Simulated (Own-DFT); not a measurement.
Simulation results for Al3GaN4 (wurtzite random alloy, strained, atoms displaced)

Computed with Own-DFT development build. A calculation, not a measurement: plane-wave PBE density functional theory by an unreviewed code, no spin, of a simulated periodic cell, stress positive in tension, free energy of the whole cell less one offset for each atom, forces on such cells passed a denser k mesh, this cell's mesh not checked; offsets are fitted by least squares, one for each functional and potential file, so energies compare only between cells with the same atoms and settings and are not formation energies; the far tail of each file's local potential was reset to the Coulomb form; each entry is a single point on an unrelaxed cell, so the pressure reflects the starting lattice, mostly measured values, from which strain is counted, and rises with the displacements; printed positions are rounded, which can move forces by about a meV/angstrom; the program is a retired in-house code; no spin-orbit coupling.

Settings shared by all entries: functional PBE; potential files PseudoDojo norm-conserving, scalar-relativistic, standard set with the stringent files for Ga; wave cutoff 96 hartree; occupations Gaussian; smearing width 0.01 eV; k mesh 4 x 4 x 3 centred on Gamma.

```yaml
- entry: 1
  formula: Al3GaN4
  kind: "wurtzite random alloy, strained, atoms displaced"
  structure:
    cell_angstrom: [[9.6756, 0.0, 0.0], [-4.8378, 8.3793, 0.0], [0.0, 0.0, 10.0655]]
    atoms_fractional:
      - [Al, 0.11933, 0.23491, 0.99758]
      - [Ga, 0.21993, 0.10491, 0.25004]
      - ["N", 0.11336, 0.22349, 0.19427]
      - ["N", 0.21917, 0.1168, 0.43133]
      - [Al, 0.10759, 0.22217, 0.50174]
      - [Ga, 0.21647, 0.11089, 0.75157]
      - ["N", 0.10384, 0.22514, 0.68696]
      - ["N", 0.21624, 0.11507, 0.92795]
      - [Ga, 0.12303, 0.55728, 0.00334]
      - [Al, 0.2181, 0.43988, 0.24679]
      - ["N", 0.11628, 0.54786, 0.19266]
      - ["N", 0.22451, 0.44476, 0.43951]
      - [Al, 0.11568, 0.56383, 0.49773]
      - [Ga, 0.23042, 0.44584, 0.74928]
      - ["N", 0.10629, 0.55247, 0.69698]
      - ["N", 0.22385, 0.44467, 0.94375]
      - [Al, 0.10666, 0.88345, 0.99537]
      - [Al, 0.22717, 0.77551, 0.253]
      - ["N", 0.11362, 0.88796, 0.18283]
      - ["N", 0.22783, 0.7831, 0.44934]
      - [Ga, 0.11314, 0.89478, 0.50036]
      - [Al, 0.21418, 0.77424, 0.74314]
      - ["N", 0.11423, 0.8888, 0.68542]
      - ["N", 0.21678, 0.77567, 0.94621]
      - [Ga, 0.45132, 0.23284, 0.00086]
      - [Al, 0.55742, 0.11454, 0.25867]
      - ["N", 0.44756, 0.21299, 0.18753]
      - ["N", 0.55533, 0.11563, 0.43867]
      - [Ga, 0.45446, 0.21801, 0.49873]
      - [Al, 0.5521, 0.11489, 0.7503]
      - ["N", 0.45025, 0.22009, 0.68739]
      - ["N", 0.54936, 0.10947, 0.94277]
      - [Al, 0.44396, 0.55548, 0.00018]
      - [Al, 0.55331, 0.4467, 0.2523]
      - ["N", 0.44795, 0.55761, 0.19906]
      - ["N", 0.56578, 0.45227, 0.44204]
      - [Al, 0.43223, 0.55451, 0.50658]
      - [Al, 0.55913, 0.4541, 0.73903]
      - ["N", 0.4481, 0.55474, 0.69164]
      - ["N", 0.54814, 0.44454, 0.9414]
      - [Al, 0.45139, 0.89324, 0.99252]
      - [Al, 0.54759, 0.77224, 0.25]
      - ["N", 0.43549, 0.89324, 0.1934]
      - ["N", 0.55446, 0.77367, 0.43726]
      - [Al, 0.44366, 0.88165, 0.50352]
      - [Al, 0.55788, 0.7796, 0.74785]
      - ["N", 0.43636, 0.88795, 0.68444]
      - ["N", 0.56332, 0.7782, 0.94123]
      - [Al, 0.78049, 0.22609, 0.99901]
      - [Al, 0.89024, 0.11476, 0.25461]
      - ["N", 0.77843, 0.2213, 0.18572]
      - ["N", 0.89477, 0.12074, 0.43919]
      - [Al, 0.78363, 0.22502, 0.50734]
      - [Al, 0.88718, 0.10161, 0.7491]
      - ["N", 0.76479, 0.21971, 0.69847]
      - ["N", 0.89125, 0.10831, 0.94386]
      - [Al, 0.78746, 0.56629, 0.00233]
      - [Ga, 0.88847, 0.443, 0.2514]
      - ["N", 0.77497, 0.55283, 0.19203]
      - ["N", 0.88166, 0.44491, 0.43451]
      - [Al, 0.77349, 0.55513, 0.50536]
      - [Al, 0.88394, 0.43789, 0.74358]
      - ["N", 0.77812, 0.55371, 0.69653]
      - ["N", 0.88851, 0.4438, 0.94549]
      - [Al, 0.77196, 0.88868, 0.99709]
      - [Al, 0.88616, 0.77467, 0.25134]
      - ["N", 0.77712, 0.89332, 0.18537]
      - ["N", 0.89126, 0.78723, 0.43661]
      - [Al, 0.77213, 0.888, 0.49051]
      - [Ga, 0.88712, 0.78108, 0.74369]
      - ["N", 0.77032, 0.88756, 0.68911]
      - ["N", 0.89299, 0.78392, 0.93249]
  results:
    "free_energy_of_cell_above_offsets [eV]": "-22.814"
    "pressure [GPa]": -4.95
    "stress_xx [GPa]": 8.35
    "stress_yy [GPa]": 9.07
    "stress_zz [GPa]": -2.58
    "stress_yz [GPa]": -0.09
    "stress_xz [GPa]": 0.08
    "stress_xy [GPa]": 0.42
    force_element: [Al, Ga, "N", "N", Al, Ga, "N", "N", Ga, Al, "N", "N", Al, Ga, "N", "N", Al, Al, "N", "N", Ga, Al, "N", "N", Ga, Al, "N", "N", Ga, Al, "N", "N", Al, Al, "N", "N", Al, Al, "N", "N", Al, Al, "N", "N", Al, Al, "N", "N", Al, Al, "N", "N", Al, Al, "N", "N", Al, Ga, "N", "N", Al, Al, "N", "N", Al, Al, "N", "N", Al, Ga, "N", "N"]
    "force_x [eV/angstrom]": [-0.309, 0.314, -0.696, 0.268, 0.772, 0.872, 0.107, 0.166, -2.058, 1.251, -0.586, -1.006, -0.308, -1.493, -0.039, 1.332, 0.128, -1.125, -0.499, 0.154, -0.151, 0.608, -0.531, 1.155, -0.509, 0.429, -0.725, 2.968, -2.63, -0.075, -1.208, 1.434, 0.529, 0.791, -0.797, -1.511, 1.831, 0.817, -0.345, 0.84, -1.254, 0.156, 2.127, -0.617, -0.069, -0.946, 1.055, -1.75, -0.079, 0.004, -0.063, -0.803, -0.974, -0.868, 1.886, -0.473, -0.322, -0.021, -0.534, 0.971, 0.725, 0.22, -0.103, -0.313, 1.759, 0.092, -0.03, -0.497, 0.548, 0.62, 0.001, -0.615]
    "force_y [eV/angstrom]": [-2.51, 0.375, 0.263, 0.109, 0.501, 0.363, -0.67, -0.306, 0.023, -0.08, 1.366, 0.127, -1.211, -0.282, 0.261, 0.461, 1.238, 0.174, -1.547, -0.932, 0.402, 0.037, -0.175, 0.951, -1.492, -0.488, 1.726, -1.803, 1.338, -1.037, 1.224, 0.026, 0.148, -0.722, -0.595, -0.166, -0.074, -2.031, 1.299, 1.952, -0.308, 1.315, -0.467, 0.25, 1.201, -0.031, -0.234, -0.516, -0.518, -0.149, -0.696, -1.029, 0.057, 1.212, -0.137, 0.646, -1.067, -0.271, 1.016, 0.343, 0.652, 0.614, -0.114, 0.216, 0.838, 0.637, -0.671, -1.145, 0.437, -0.206, 0.418, -0.536]
    "force_z [eV/angstrom]": [0.688, -1.818, -1.036, 2.922, -1.11, -2.454, 0.06, 3.929, -0.605, 0.871, 1.153, 0.6, 0.281, 0.231, -1.462, -0.201, 0.074, -0.579, 0.965, -1.324, -1.294, 1.196, 1.232, -1.719, -0.53, -2.391, 1.631, 0.866, -0.081, 0.626, 0.869, -1.029, 0.556, -0.133, -1.353, 0.345, -1.796, 1.689, -0.28, -1.02, 1.269, -0.754, -0.303, 1.068, -1.372, 0.239, 1.875, -0.666, -0.303, -1.946, 1.124, 1.072, -0.89, 0.894, -1.127, -0.893, -0.709, -1.687, -0.313, 3.379, -1.006, 1.981, -1.233, -0.906, 0.529, -1.2, 1.388, 0.89, 0.397, 0.084, -1.116, 1.666]
- entry: 2
  formula: Al3GaN4
  kind: "wurtzite random alloy, strained, atoms displaced"
  structure:
    cell_angstrom: [[9.6756, 0.0, 0.0], [-4.8378, 8.3793, 0.0], [0.0, 0.0, 10.0655]]
    atoms_fractional:
      - [Ga, 0.10392, 0.21466, 0.00022]
      - [Al, 0.22541, 0.10415, 0.24913]
      - ["N", 0.10641, 0.21822, 0.18913]
      - ["N", 0.22511, 0.11711, 0.44706]
      - [Al, 0.11946, 0.22245, 0.49909]
      - [Al, 0.22314, 0.12235, 0.7523]
      - ["N", 0.10965, 0.21703, 0.68781]
      - ["N", 0.21836, 0.10855, 0.93796]
      - [Al, 0.11124, 0.55706, 0.00261]
      - [Ga, 0.21711, 0.44115, 0.25329]
      - ["N", 0.11965, 0.56131, 0.18359]
      - ["N", 0.23414, 0.45083, 0.44761]
      - [Al, 0.11457, 0.55749, 0.4958]
      - [Ga, 0.21512, 0.44087, 0.7529]
      - ["N", 0.10099, 0.5532, 0.68524]
      - ["N", 0.22125, 0.44343, 0.94242]
      - [Al, 0.12129, 0.90052, 0.99898]
      - [Al, 0.2249, 0.77647, 0.25127]
      - ["N", 0.10544, 0.90219, 0.19504]
      - ["N", 0.22336, 0.77461, 0.44555]
      - [Ga, 0.11789, 0.89149, 0.50187]
      - [Ga, 0.22197, 0.77855, 0.74116]
      - ["N", 0.10797, 0.88633, 0.69713]
      - ["N", 0.21935, 0.77296, 0.9369]
      - [Al, 0.44161, 0.21982, 0.00329]
      - [Al, 0.55261, 0.11452, 0.24323]
      - ["N", 0.45326, 0.22501, 0.18838]
      - ["N", 0.5659, 0.11687, 0.43969]
      - [Al, 0.45206, 0.22581, 0.50237]
      - [Al, 0.55011, 0.11096, 0.75236]
      - ["N", 0.44538, 0.21316, 0.69083]
      - ["N", 0.54923, 0.10183, 0.93454]
      - [Al, 0.44669, 0.54921, 0.9926]
      - [Al, 0.55538, 0.44443, 0.2484]
      - ["N", 0.45104, 0.55397, 0.18635]
      - ["N", 0.56035, 0.44751, 0.43772]
      - [Al, 0.4433, 0.55725, 0.4899]
      - [Al, 0.55407, 0.43846, 0.74815]
      - ["N", 0.44492, 0.55322, 0.68732]
      - ["N", 0.55026, 0.44275, 0.94113]
      - [Al, 0.44402, 0.88293, 0.00188]
      - [Al, 0.55384, 0.7765, 0.25143]
      - ["N", 0.43747, 0.89437, 0.18572]
      - ["N", 0.54988, 0.77689, 0.44477]
      - [Ga, 0.44212, 0.88986, 0.49696]
      - [Ga, 0.56419, 0.78366, 0.75009]
      - ["N", 0.44145, 0.89105, 0.68566]
      - ["N", 0.55175, 0.77116, 0.93819]
      - [Al, 0.77065, 0.21147, 0.99924]
      - [Al, 0.88253, 0.10898, 0.2442]
      - ["N", 0.77753, 0.21139, 0.18855]
      - ["N", 0.89449, 0.1144, 0.44504]
      - [Ga, 0.77917, 0.21501, 0.50711]
      - [Al, 0.8941, 0.10914, 0.74544]
      - ["N", 0.78146, 0.23557, 0.6947]
      - ["N", 0.88027, 0.09955, 0.93667]
      - [Al, 0.77313, 0.5482, 0.99255]
      - [Al, 0.89262, 0.44672, 0.24429]
      - ["N", 0.77751, 0.54969, 0.18475]
      - ["N", 0.88661, 0.43951, 0.443]
      - [Al, 0.76982, 0.55749, 0.50985]
      - [Al, 0.88894, 0.43223, 0.73919]
      - ["N", 0.78228, 0.56248, 0.68963]
      - ["N", 0.88533, 0.44714, 0.93884]
      - [Al, 0.77795, 0.88748, 0.9968]
      - [Ga, 0.88848, 0.78493, 0.25135]
      - ["N", 0.76634, 0.86921, 0.17828]
      - ["N", 0.88246, 0.78412, 0.43262]
      - [Al, 0.77739, 0.88887, 0.49081]
      - [Al, 0.88715, 0.77823, 0.75115]
      - ["N", 0.78854, 0.88972, 0.69233]
      - ["N", 0.89283, 0.77125, 0.94505]
  results:
    "free_energy_of_cell_above_offsets [eV]": "-22.964"
    "pressure [GPa]": -5.03
    "stress_xx [GPa]": 8.47
    "stress_yy [GPa]": 8.26
    "stress_zz [GPa]": -1.62
    "stress_yz [GPa]": -0.11
    "stress_xz [GPa]": -0.21
    "stress_xy [GPa]": 0.51
    force_element: [Ga, Al, "N", "N", Al, Al, "N", "N", Al, Ga, "N", "N", Al, Ga, "N", "N", Al, Al, "N", "N", Ga, Ga, "N", "N", Al, Al, "N", "N", Al, Al, "N", "N", Al, Al, "N", "N", Al, Al, "N", "N", Al, Al, "N", "N", Ga, Ga, "N", "N", Al, Al, "N", "N", Ga, Al, "N", "N", Al, Al, "N", "N", Al, Al, "N", "N", Al, Ga, "N", "N", Al, Al, "N", "N"]
    "force_x [eV/angstrom]": [-0.202, -0.822, 0.311, 1.478, -1.149, 1.044, -0.25, 1.065, -0.403, 1.055, -1.109, -1.843, -0.654, 0.363, 1.049, -0.147, -0.587, -0.971, 2.592, -0.612, -1.317, -0.136, -0.769, 0.345, 0.274, 1.569, -1.504, -1.796, -0.07, 1.111, -1.27, -0.078, -1.232, 1.034, -0.809, -0.701, 1.487, -0.169, 0.423, 1.024, -0.652, -0.07, 1.01, 1.363, 0.55, -0.698, 1.045, 0.157, 0.053, 1.216, -1.209, 0.772, -0.205, -0.819, 0.311, -0.367, 0.229, -0.618, -0.083, 0.228, 1.276, -1.077, -0.442, 1.205, 0.415, 0.344, -1.597, 0.843, -0.253, 1.182, -0.923, -0.81]
    "force_y [eV/angstrom]": [0.755, 2.24, -0.629, 0.109, 0.448, -1.728, 0.225, 0.874, -0.144, 0.109, -0.047, -1.226, -1.087, 0.92, -0.247, 0.128, -2.543, 0.432, -1.52, -0.335, -0.142, -0.625, 1.357, 0.802, 0.169, -0.314, -0.333, -0.416, -0.109, -0.622, 1.374, 0.52, 0.746, 0.512, 0.281, -0.433, 0.164, 0.792, -0.357, -1.137, -0.337, -0.355, -0.476, 0.147, 0.815, -0.776, 0.835, 0.487, 1.017, -0.787, 1.009, -0.929, 1.149, -0.022, -4.762, 0.731, 0.951, -0.417, -0.282, 1.437, 0.215, 4.296, -1.158, -1.563, -1.517, -1.773, 2.393, -1.027, 0.463, -0.379, 0.674, 0.975]
    "force_z [eV/angstrom]": [-0.377, 0.863, 1.429, -1.277, -0.001, -0.794, 0.171, 0.4, -2.038, -0.792, 1.87, -0.6, 0.618, -0.965, -0.256, 0.696, -0.112, -0.371, -1.13, -1.762, 0.273, 1.148, -0.475, 1.414, -1.311, 1.027, 0.42, -0.866, -0.62, -0.804, 0.136, 1.759, 0.722, -0.336, 0.478, 0.515, 1.772, -0.167, -0.231, -0.7, -1.537, -0.875, 1.261, -1.426, 0.122, -0.933, 0.968, 1.344, -0.855, 0.772, -0.333, -1.113, -1.159, 0.238, 0.339, -0.13, 0.73, 0.588, 0.398, -0.814, -2.335, 2.102, 1.108, -0.155, -0.89, -1.842, 1.709, 2.702, 1.331, 0.797, -1.196, -0.642]
- entry: 3
  formula: Al3GaN4
  kind: "wurtzite random alloy, strained, atoms displaced"
  structure:
    cell_angstrom: [[9.6756, 0.0, 0.0], [-4.8378, 8.3793, 0.0], [0.0, 0.0, 10.0655]]
    atoms_fractional:
      - [Ga, 0.11036, 0.22198, 0.0064]
      - [Al, 0.20986, 0.11145, 0.25791]
      - ["N", 0.10579, 0.21489, 0.18605]
      - ["N", 0.2284, 0.11953, 0.44487]
      - [Al, 0.11227, 0.21836, 0.49935]
      - [Ga, 0.21792, 0.11003, 0.74713]
      - ["N", 0.10121, 0.22442, 0.69282]
      - ["N", 0.2184, 0.11623, 0.93489]
      - [Al, 0.1135, 0.56227, 0.99742]
      - [Ga, 0.21807, 0.45128, 0.25026]
      - ["N", 0.11838, 0.56544, 0.19083]
      - ["N", 0.22333, 0.45489, 0.43814]
      - [Al, 0.11758, 0.55741, 0.50128]
      - [Al, 0.22229, 0.4388, 0.74697]
      - ["N", 0.11669, 0.55992, 0.68687]
      - ["N", 0.22635, 0.44092, 0.94115]
      - [Ga, 0.11573, 0.89519, 0.00367]
      - [Al, 0.21603, 0.7778, 0.25406]
      - ["N", 0.11144, 0.89288, 0.19959]
      - ["N", 0.23101, 0.78577, 0.43739]
      - [Al, 0.11144, 0.88408, 0.50215]
      - [Al, 0.23075, 0.79653, 0.74469]
      - ["N", 0.10262, 0.89001, 0.6959]
      - ["N", 0.22722, 0.78132, 0.9394]
      - [Ga, 0.44937, 0.23007, 0.99655]
      - [Ga, 0.55956, 0.10327, 0.24135]
      - ["N", 0.45036, 0.21887, 0.18556]
      - ["N", 0.55635, 0.12425, 0.43913]
      - [Al, 0.44263, 0.22522, 0.49962]
      - [Al, 0.54786, 0.10713, 0.74884]
      - ["N", 0.44011, 0.21622, 0.68482]
      - ["N", 0.55507, 0.105, 0.93864]
      - [Al, 0.43583, 0.53977, 0.00212]
      - [Al, 0.56144, 0.43923, 0.24877]
      - ["N", 0.4485, 0.55507, 0.17891]
      - ["N", 0.56448, 0.45239, 0.44923]
      - [Al, 0.43744, 0.55304, 0.49888]
      - [Al, 0.56079, 0.4469, 0.75476]
      - ["N", 0.43847, 0.54367, 0.6938]
      - ["N", 0.56155, 0.44421, 0.94289]
      - [Al, 0.42841, 0.87989, 0.00039]
      - [Al, 0.55047, 0.77427, 0.24641]
      - ["N", 0.44186, 0.90062, 0.18852]
      - ["N", 0.56816, 0.77313, 0.45289]
      - [Al, 0.45594, 0.90181, 0.49179]
      - [Al, 0.56477, 0.7899, 0.75417]
      - ["N", 0.44633, 0.89576, 0.6905]
      - ["N", 0.55055, 0.77589, 0.94139]
      - [Ga, 0.77847, 0.22095, 0.99842]
      - [Al, 0.89056, 0.10435, 0.25158]
      - ["N", 0.77734, 0.21686, 0.1915]
      - ["N", 0.89529, 0.11401, 0.43634]
      - [Al, 0.77507, 0.22189, 0.50104]
      - [Al, 0.89769, 0.11542, 0.75213]
      - ["N", 0.77449, 0.2254, 0.69096]
      - ["N", 0.89035, 0.11515, 0.9314]
      - [Al, 0.77145, 0.56181, 0.0064]
      - [Al, 0.88567, 0.44075, 0.24974]
      - ["N", 0.77679, 0.54562, 0.18496]
      - ["N", 0.89337, 0.44573, 0.43703]
      - [Al, 0.78084, 0.55955, 0.50262]
      - [Ga, 0.89572, 0.4434, 0.75061]
      - ["N", 0.7865, 0.55753, 0.68573]
      - ["N", 0.89889, 0.45673, 0.93956]
      - [Al, 0.77423, 0.87973, 0.0051]
      - [Al, 0.87923, 0.76761, 0.24983]
      - ["N", 0.76927, 0.89497, 0.19578]
      - ["N", 0.90324, 0.77825, 0.44738]
      - [Al, 0.78358, 0.88574, 0.50484]
      - [Ga, 0.88765, 0.77905, 0.74967]
      - ["N", 0.7737, 0.89404, 0.70029]
      - ["N", 0.88403, 0.77826, 0.94481]
  results:
    "free_energy_of_cell_above_offsets [eV]": "-22.502"
    "pressure [GPa]": -4.78
    "stress_xx [GPa]": 8.39
    "stress_yy [GPa]": 8.64
    "stress_zz [GPa]": -2.69
    "stress_yz [GPa]": -0.52
    "stress_xz [GPa]": -0.16
    "stress_xy [GPa]": -1.47
    force_element: [Ga, Al, "N", "N", Al, Ga, "N", "N", Al, Ga, "N", "N", Al, Al, "N", "N", Ga, Al, "N", "N", Al, Al, "N", "N", Ga, Ga, "N", "N", Al, Al, "N", "N", Al, Al, "N", "N", Al, Al, "N", "N", Al, Al, "N", "N", Al, Al, "N", "N", Ga, Al, "N", "N", Al, Al, "N", "N", Al, Al, "N", "N", Al, Ga, "N", "N", Al, Al, "N", "N", Al, Ga, "N", "N"]
    "force_x [eV/angstrom]": [-0.633, 2.074, -0.183, -0.663, -0.969, -0.088, 1.411, 0.988, 0.598, 1.147, -1.51, 0.993, -1.305, -0.416, 0.83, -1.203, -0.279, 0.559, -0.87, 0.005, 0.825, 0.125, 1.808, -1.329, 0.261, -1.002, -1.782, 1.058, 0.763, 0.829, 0.343, -0.788, 0.126, -0.944, 0.358, -0.893, 1.375, -0.072, 0.396, -0.643, 2.542, -0.15, 0.426, -1.859, -0.061, -1.505, 0.341, 0.299, -0.051, -1.048, 1.518, -0.2, 0.32, -2.218, 0.482, 0.369, 1.881, 0.826, -0.475, -0.178, 0.809, -0.353, -1.414, -0.807, -1.463, 0.527, 1.472, -1.99, 0.022, -0.643, 1.094, 0.186]
    "force_y [eV/angstrom]": [0.047, 0.069, 0.288, -0.894, 0.943, 0.946, 0.27, -0.436, -0.564, -0.678, -0.234, -1.344, 0.455, 1.017, 0.7, 0.776, -0.058, 0.928, -0.585, -0.335, 1.036, -1.969, -0.132, -0.683, -1.965, 2.519, 0.78, -1.149, 0.731, 1.113, 0.899, -0.236, 1.604, -0.381, 0.087, -0.64, 0.252, -0.362, 1.079, 1.35, 1.623, 0.198, -4.503, 0.655, -0.647, -1.563, -0.517, -0.362, 0.327, 1.149, 1.088, -0.681, 0.693, -0.375, -1.345, -1.269, -0.547, -0.306, 1.175, 0.169, -0.665, 0.459, -0.29, -0.143, 1.476, 0.987, -1.798, -0.249, 0.642, -0.722, 0.409, -0.311]
    "force_z [eV/angstrom]": [-2.615, -0.952, 3.072, -0.147, 0.434, -0.264, -1.597, 1.13, -0.213, -0.848, -0.659, 0.988, -0.331, 0.699, 0.535, -0.256, -0.249, -0.681, 0.115, 1.3, -0.009, 0.392, -1.429, -0.684, -0.011, 1.148, 1.578, 0.394, -0.203, 0.097, 1.09, -0.219, -2.213, 0.487, 2.973, -1.574, 1.003, -1.502, -0.275, -0.618, -0.138, 0.33, 0.051, -1.754, 0.895, -0.167, -0.776, 0.79, -0.536, -0.367, 0.393, 1.226, -0.278, -0.713, -0.345, 2.105, -2.099, -0.184, 1.879, 0.48, -0.473, -0.467, 1.123, 1.436, -0.951, 0.404, -0.42, -1.114, 0.003, 0.441, -1.552, 0.89]
```
